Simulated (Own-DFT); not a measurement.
# Energy and forces against displacement in 3C SiC, 64 atoms (C32Si32)

Calculated results; nothing here was measured. They come from Own-DFT, an in-house plane-wave density functional program, since retired, whose code no person has reviewed. Each row is one single-point run on a periodic cell that was not relaxed, without spin or spin-orbit coupling.

Settings of every run: PBE; PseudoDojo norm-conserving scalar-relativistic files; cutoff 42 hartree; 4 x 4 x 4 k mesh centred on Gamma; Fermi-Dirac smearing of 0.1 eV.

Known limits, some of them of some rows only: some atoms lie very close together; forces on such cells passed a denser k mesh, each cell not checked; stress not checked against mesh or cutoff.

Cell vectors in Å: (8.719, 0.000, 0.000); (0.000, 8.719, 0.000); (0.000, 0.000, 8.719). In each run every atom was moved at random and independently from its ideal site; u is the rms move along one axis. E is the free energy for each atom above the fitted value at u = 0, and F the rms of the force components.

```
run   u (Å)  E (meV/atom)  F (eV/Å)  largest force (eV/Å)  P (GPa)
  1  0.0285          30.5     0.845                  3.23     3.76
  2  0.0310             ?         ?                     ?        ?
  3  0.0315          40.2     0.979                  2.83     3.98
  4  0.0547         109.0     1.628                  5.94     5.43
  5  0.0596         143.8     1.909                  7.16     6.89
  6  0.0600         136.1     1.815                  7.89     6.15
  7  0.0942         353.9     3.352                 14.71    11.89
  8  0.1004         400.7     3.400                 19.33    13.29
  9  0.1048         408.3     3.371                 16.12    12.08
 10  0.1499         937.8     5.931                 23.41    25.37
```

## Worked fit

For small independent moves the energy grows as E = (3/2) K u², with K the mean stiffness felt by one atom. The runs with u up to 0.11 Å give K = 25.8 ± 0.6 eV/Å², with residuals divided by u² + 0.0006 Å², since the noise grows with the moves. The scatter is 4.6 meV/atom at u = 0.05 Å. The forces follow F = G u with G = 31.9 eV/Å²; no force at u = 0 is resolved. G exceeds K because the moves of its neighbours add to the force on an atom, and stiffness differs between atoms. At u = 0.150 Å the parabola gives 869 meV/atom and the run 938. The pressure follows P = 3.06 + 931 u² GPa: at fixed volume, shortened bonds push harder than stretched ones pull.

## Withheld run

Question: what energy and rms force should run 2 give?

The fit gives 37 ± 2 meV/atom and about 0.99 eV/Å. The calculation gave 33.9 meV/atom and 0.880 eV/Å.
